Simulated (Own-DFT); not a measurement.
# Wall times of self-consistent runs

Wall times of single-point runs (energy, forces and, in most, stress) with one build of Own-DFT, an in-house plane-wave density functional program, since retired. Each ran alone on one NVIDIA H200 card, with norm-conserving files, no spin and no use of crystal symmetry. The k points are those left after time reversal, where it was used. Plane waves for each k point are estimated as V (2 E)^(3/2) / (6 π²) in atomic units.

```
cell,atoms,valence electrons,cutoff (hartree),volume (Å³),k mesh,k points,plane waves,time (s)
C4Si4,8,32,42,85,7x7x7,172,7500,166
C48Si48,96,384,42,994,5x5x1,13,87200,974
C37Si35,72,288,42,746,4x4x3,26,65400,826
AlC35NSi35,72,288,42,746,4x4x3,26,65400,830
C36Si36,72,288,42,760,4x4x3,26,66600,778
C48Si48,96,384,42,962,3x4x4,26,84400,1126
C48Si47,95,380,42,994,3x4x4,26,87200,1678
Al2C48Si46,96,382,42,994,3x4x4,26,87200,1439
C47Si49,96,384,42,994,3x4x4,26,87200,1374
C46N2Si48,96,386,42,994,3x4x4,26,87200,1400
AlC47NSi47,96,384,42,994,3x4x4,26,87200,?
```

## Worked fit

Take the size N = k points x plane waves x valence electrons. A line through log(time) against log(N) has a slope of 0.70 ± 0.05 and a scatter of a factor 1.15. Part of the scatter may come from the number of self-consistent steps, which isn't shown. The slope lies under 1: time grows more slowly than N on these runs. Times belong to this build alone.

## Withheld run

Question: how long should the last run take? Its N is 8.71e+08.

The line gives about 1356 s. It took 1490 s.
